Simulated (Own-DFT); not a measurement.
# Strain and stress in wurtzite AlGaN with randomly placed atoms, 72 atoms (Al27Ga9N36)

All numbers below are calculated, not measured. They come from Own-DFT, an in-house plane-wave density functional program, since retired, whose code no person has reviewed. Each row is one single-point run on a periodic cell that was not relaxed, without spin or spin-orbit coupling.

Settings of every run: PBE; PseudoDojo norm-conserving scalar-relativistic files (stringent for Ga); cutoff 96 hartree; 4 x 4 x 3 k mesh centred on Gamma; Gaussian smearing of 0.01 eV.

Known limits: forces on such cells passed a denser k mesh, each cell not checked; stress not checked against mesh or cutoff.

Unstrained cell vectors in Å: (9.394, 0.000, 0.000); (-4.697, 8.135, 0.000); (0.000, 0.000, 10.066). The unstrained cell has measured lattice constants (interpolated for alloys), not those of this functional. That, the random moves and any unrelaxed bonds set the pressure at no strain. Each run strains this cell uniformly, with the atoms carried along. Every atom was also moved at random, by a Gaussian of width 0.05 Å on each axis. The random placing of the alloy's atoms differs from row to row. Strain is the symmetric tensor, in per cent. Stress is positive in tension, and the pressure is minus a third of its trace.

```
run  e_xx (%)  e_yy (%)  e_zz (%)  s_xx (GPa)  s_yy (GPa)  s_zz (GPa)  P (GPa)  E (meV/atom)
  1     -3.00     -3.00      0.00      -23.88      -25.72      -13.57    21.06          68.0
  2      2.50      2.50      0.00        4.43        6.43       -1.28    -3.19           7.1
  3      0.75      0.75      0.00       -1.61       -2.76       -5.44     3.27           0.0
  4      2.75      2.75      0.00        7.72        8.86       -5.57    -3.67          16.4
  5     -2.50     -2.50      0.00      -22.64      -21.98      -11.82    18.81          66.8
  6     -1.00     -1.00      0.00      -11.58      -13.89       -5.69    10.39           2.5
  7     -0.75     -0.75      0.00      -11.90       -9.78       -6.64     9.44          10.9
  8      1.75      1.75      0.00        1.43        2.69       -3.50    -0.20           6.9
  9     -1.50     -1.50      0.00           ?           ?           ?        ?             ?
```

E is the free energy for each atom above the lowest run shown.

## Worked fit

The change of volume is close to e_xx + e_yy + e_zz. A straight line through the runs shown gives P = 7.35 - 215 x (fractional change of volume) GPa, with an error of 9 on the slope and a scatter of 1.02 GPa. The strain isn't the same on all axes and the cell isn't cubic, so the slope belongs to this path and is not the bulk modulus.

## Withheld run

Question: what pressure should run 9 give? Its volume changes by -2.98 %.

The line gives 13.7 GPa. The calculation gave 13.58 GPa.
